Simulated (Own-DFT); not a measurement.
# How strain changes the stress of bcc W, 16 atoms (W16)

Calculated results; nothing here was measured. The program, named Own-DFT, is a retired in-house plane-wave density functional code that no person has reviewed. Each row is one single-point run on a periodic cell that was not relaxed, without spin or spin-orbit coupling.

Settings of every run: PBE; PseudoDojo norm-conserving scalar-relativistic files; cutoff 50 hartree; 5 x 5 x 5 k mesh centred on Gamma; cold (Marzari-Vanderbilt) smearing of 0.2 eV.

Known limits: forces on such cells failed a check on a denser k mesh; stress not checked against mesh or cutoff.

Unstrained cell vectors in Å: (6.330, 0.000, 0.000); (0.000, 6.330, 0.000); (0.000, 0.000, 6.330). The unstrained cell has measured lattice constants (interpolated for alloys), not those of this functional. That, the random moves and any unrelaxed bonds set the pressure at no strain. Each run strains this cell uniformly, with the atoms carried along. Every atom was also moved at random, by a Gaussian of width 0.05 Å on each axis. Strain is the symmetric tensor, in per cent. Stress is positive in tension, and the pressure is minus a third of its trace.

| run | e_xx (%) | e_yy (%) | e_zz (%) | e_yz (%) | e_xz (%) | e_xy (%) | s_xx (GPa) | s_yy (GPa) | s_zz (GPa) | s_yz (GPa) | s_xz (GPa) | s_xy (GPa) | P (GPa) | E (meV/atom) |
|---|---|---|---|---|---|---|---|---|---|---|---|---|---|---|
| 1 | 0.36 | -0.35 | -0.28 | -1.16 | 0.03 | 1.11 | -7.23 | -9.26 | -9.03 | -3.71 | 0.50 | 3.50 | 8.51 | 11.2 |
| 2 | 0.86 | -1.89 | -0.60 | -1.26 | -1.37 | -0.12 | -10.32 | -19.44 | -14.73 | -4.08 | -4.56 | -0.58 | 14.83 | 76.4 |
| 3 | -0.37 | 1.84 | -1.51 | -0.94 | -1.67 | 0.02 | -8.91 | -2.43 | -12.71 | -3.09 | -5.29 | -0.56 | 8.02 | 22.5 |
| 4 | 1.98 | 1.52 | -0.87 | -0.43 | -1.09 | -0.81 | 3.89 | 2.48 | -5.23 | -1.30 | -3.14 | -2.22 | -0.38 | 7.7 |
| 5 | -0.61 | 1.28 | -1.12 | 1.05 | 0.13 | 1.27 | -11.87 | -6.03 | -13.25 | 3.44 | 0.19 | 4.10 | 10.38 | 51.8 |
| 6 | -1.25 | -1.76 | 0.23 | 1.19 | -0.03 | -1.93 | -20.29 | -21.47 | -15.57 | 4.34 | 0.45 | -6.39 | 19.11 | 98.7 |
| 7 | 0.99 | 0.37 | 0.74 | -1.04 | -0.99 | 0.42 | -0.21 | -2.09 | -0.72 | -2.93 | -2.90 | 1.16 | 1.01 | 0.0 |
| 8 | -0.75 | 0.01 | 0.33 | -0.93 | 0.70 | -1.92 | -11.96 | -8.67 | -8.16 | -2.61 | 1.73 | -6.03 | 9.59 | 25.3 |
| 9 | -0.71 | -1.69 | 1.31 | -0.38 | -0.05 | 1.32 | -12.61 | -16.13 | -6.63 | -0.96 | -0.12 | 4.15 | 11.79 | 27.5 |
| 10 | -0.85 | 1.57 | -1.41 | 0.93 | 1.49 | 0.66 | -13.27 | -5.42 | -14.26 | 2.65 | 4.28 | 2.01 | 10.98 | 51.4 |
| 11 | 0.62 | -0.55 | -1.40 | 1.01 | -1.57 | 0.30 | -9.40 | -13.10 | -16.45 | 3.41 | -5.30 | 1.44 | 12.98 | 55.0 |
| 12 | 1.66 | 0.46 | -0.15 | -1.24 | -1.46 | -1.73 | 0.79 | -2.59 | -4.94 | -4.21 | -4.64 | -5.25 | 2.25 | 22.0 |
| 13 | 1.47 | -0.19 | 1.45 | 1.41 | 0.29 | -0.84 | 2.36 | -2.75 | 2.69 | 4.08 | 1.20 | -2.58 | -0.77 | 3.3 |
| 14 | -1.91 | 1.61 | 1.88 | 1.44 | -1.62 | -1.50 | -10.41 | 0.52 | 1.28 | 3.95 | -4.14 | -3.87 | 2.87 | 7.9 |
| 15 | -0.71 | -1.24 | 0.49 | -1.07 | -0.95 | -0.47 | ? | ? | ? | ? | ? | ? | ? | ? |

E is the free energy for each atom above the lowest run shown.

## Worked fit

Each stress component was fitted by least squares to a constant and the strains of the runs shown, as fractions, with shears doubled. Shear strains stay in the fit of a normal stress only where such slopes are resolved. The slopes, in GPa:

| stress | at no strain | per e_xx | per e_yy | per e_zz | scatter |
|---|---|---|---|---|---|
| s_xx | -8.6 | 551 ± 16 | 251 ± 15 | 246 ± 17 | 0.66 |
| s_yy | -8.5 | 237 ± 14 | 566 ± 13 | 249 ± 16 | 0.61 |
| s_zz | -8.5 | 236 ± 14 | 255 ± 13 | 562 ± 15 | 0.59 |

Each shear stress against twice its own strain: yz 156 ± 5, xz 150 ± 6, xy 158 ± 5 GPa. These are stiffnesses along x, y and z of the frame in which the cell vectors are given, which need not be the crystal's axes. The atoms are held to the strained lattice; where symmetry lets them move under strain, relaxing them would lower some slopes. The table should be nearly symmetric about its diagonal, and what it lacks of that shows the noise. A ninth of its sum, 350 ± 9 GPa, estimates the bulk modulus near the mean pressure of these runs, 7.9 GPa, so it lies above the value at zero pressure.

## Withheld run

Question: what normal stresses and pressure should run 15 give?

The fit gives s_xx = -14.4, s_yy = -16.0, s_zz = -10.6 and P = 13.7 GPa. The calculation gave -15.55, -16.83, -10.43 and P = 14.27 GPa.
